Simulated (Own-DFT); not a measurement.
# A layer strained by its substrate: wurtzite GaN, 72 atoms (Ga36N36)

Everything here is calculated. The program is Own-DFT (plane waves, in-house, since retired, never reviewed by a person); positions were held fixed, and spin and spin-orbit coupling were off.

Settings: PBE; PseudoDojo norm-conserving scalar-relativistic files (stringent for Ga); cutoff 96 hartree; 4 x 4 x 3 k mesh centred on Gamma; Gaussian smearing of 0.01 eV.

Caveats: forces not confirmed at this smearing and k mesh; stress not checked against mesh or cutoff.

Unstrained cell vectors in Å: (9.567, 0.000, 0.000); (-4.784, 8.285, 0.000); (0.000, 0.000, 10.370). The unstrained cell has measured lattice constants (interpolated for alloys), not those of this functional. That, the random moves and any unrelaxed bonds set the pressure at no strain. Each run strains x and y alike by e, as a substrate would, and holds the height along z. Each atom got a random Gaussian move of width 0.05 Å along each axis. Stress is positive in tension.

| e (%) | u (Å) | (s_xx + s_yy)/2 (GPa) | s_zz (GPa) |
|---|---|---|---|
| -3.00 | 0.053 | -25.58 | -12.61 |
| -2.75 | 0.047 | -23.04 | -11.75 |
| -2.50 | 0.051 | -21.70 | -12.55 |
| -1.25 | 0.049 | -14.25 | -8.84 |
| -1.00 | 0.053 | -11.89 | -10.44 |
| -0.25 | 0.050 | -8.41 | -7.49 |
| 1.50 | 0.049 | 0.54 | -5.50 |
| 2.25 | 0.056 | ? | ? |
| 2.75 | 0.053 | 5.31 | -3.38 |
| 3.00 | 0.054 | 6.56 | -5.21 |

## Worked fit

With e as a fraction, the in-plane stress is -6.8 + 527 e - 2839 e² GPa (errors 6 and 368, scatter 0.38), and s_zz is -8.1 + 143 e GPa (slope ± 15, scatter 0.97). At e = 0 the first slope is C11 + C12 and the second 2 C13, both with the ions held to the strained lattice and at the cell's own pressure. The term in e² is negative: the layer stiffens under compression and softens under tension. A free layer would change its height as e changes, and the in-plane slope would drop by 2 C13²/C33 to the biaxial modulus. At fixed height, a misfit of 1 % moves the in-plane stress by about 5.3 GPa and s_zz by 1.4 GPa.

## The run left out

The question: what are the two stresses at e = 2.25 %?

Estimate: 3.6 and -4.9 GPa. The calculation gave 3.42 and -6.10 GPa.
